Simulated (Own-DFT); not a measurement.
# One host, several defects: monoclinic HfO2

The numbers are computed, not measured, by runs of the plane-wave DFT program Own-DFT (in-house, retired, unreviewed) at fixed positions, with no spin and no spin-orbit coupling.

All runs used: PBE; PseudoDojo norm-conserving scalar-relativistic files; cutoff 72 hartree; 2 x 2 x 2 k mesh centred on Gamma; Fermi-Dirac smearing of 0.1 eV.

Known weak points (not all hold for every row): a neutral cation vacancy leaves holes that likely carry spin, which these runs leave out; not probed for a lower state with spin; hafnium file: forces about 75 meV/angstrom off all-electron values; oxygen file: force components 24 meV/angstrom off all-electron in a glass; forces on such cells passed a denser k mesh, each cell not checked; stress not checked against mesh or cutoff.

All runs share one cell, with vectors in Å (10.234, 0.000, 0.000); (0.000, 10.350, 0.000); (-1.696, 0.000, 10.445) and a volume of 1106.4 Å³. Atoms were moved at random from their sites; u is the rms move along one axis. The defect's site can differ from row to row.

| cell | formula | u (Å) | P (GPa) |
|---|---|---|---|
| no defect | Hf32O64 | 0.0188 | 3.89 |
| no defect | Hf32O64 | 0.0471 | 5.72 |
| no defect | Hf32O64 | 0.0549 | 6.77 |
| one Si on a Hf site | Hf31O64Si | 0.0307 | 2.36 |
| one Si on a Hf site | Hf31O64Si | 0.0472 | 3.23 |
| one Si on a Hf site | Hf31O64Si | 0.0506 | 5.06 |
| two Al on a Hf site each and one O vacancy | Al2Hf30O63 | 0.0295 | 1.68 |
| two Al on a Hf site each and one O vacancy | Al2Hf30O63 | 0.0315 | 1.81 |
| two Al on a Hf site each and one O vacancy | Al2Hf30O63 | 0.0480 | ? |
| two Al on a Hf site each and one O vacancy | Al2Hf30O63 | 0.0484 | 3.27 |
| one O vacancy | Hf32O63 | 0.0300 | 3.72 |
| one O vacancy | Hf32O63 | 0.0301 | 4.14 |
| one O vacancy | Hf32O63 | 0.0497 | 5.31 |
| one Hf vacancy | Hf31O64 | 0.0287 | 3.79 |
| one Hf vacancy | Hf31O64 | 0.0307 | 4.38 |
| one Hf vacancy | Hf31O64 | 0.0455 | 4.78 |

## What the rows give

P = P0 + c u² + a shift for each defect gives P0 = 3.52 GPa, c = 1040 ± 141 GPa/Å² and a scatter of 0.42 GPa. The shifts, and each times the cell's volume:

- one Hf vacancy: -0.54 ± 0.36 GPa, -3.7 eV (not resolved)
- one O vacancy: -0.61 ± 0.35 GPa, -4.2 eV (not resolved)
- one Si on a Hf site: -1.96 ± 0.35 GPa, -13.5 eV
- two Al on a Hf site each and one O vacancy: -2.72 ± 0.35 GPa, -18.8 eV

A positive shift means that the defect pushes the cell outwards. Shift times volume (160.2 GPa Å³ is 1 eV) depends little on the cell's size, so, taken for each site, it can be compared between cells at like pressure. The atoms around the defects weren't relaxed, which would change these numbers.

## Check

Asked: what pressure belongs in the blank (two Al on a Hf site each and one O vacancy, u = 0.0480 Å)?

The fit gives 3.19 ± 0.51 GPa. The calculation gave 3.19 GPa.
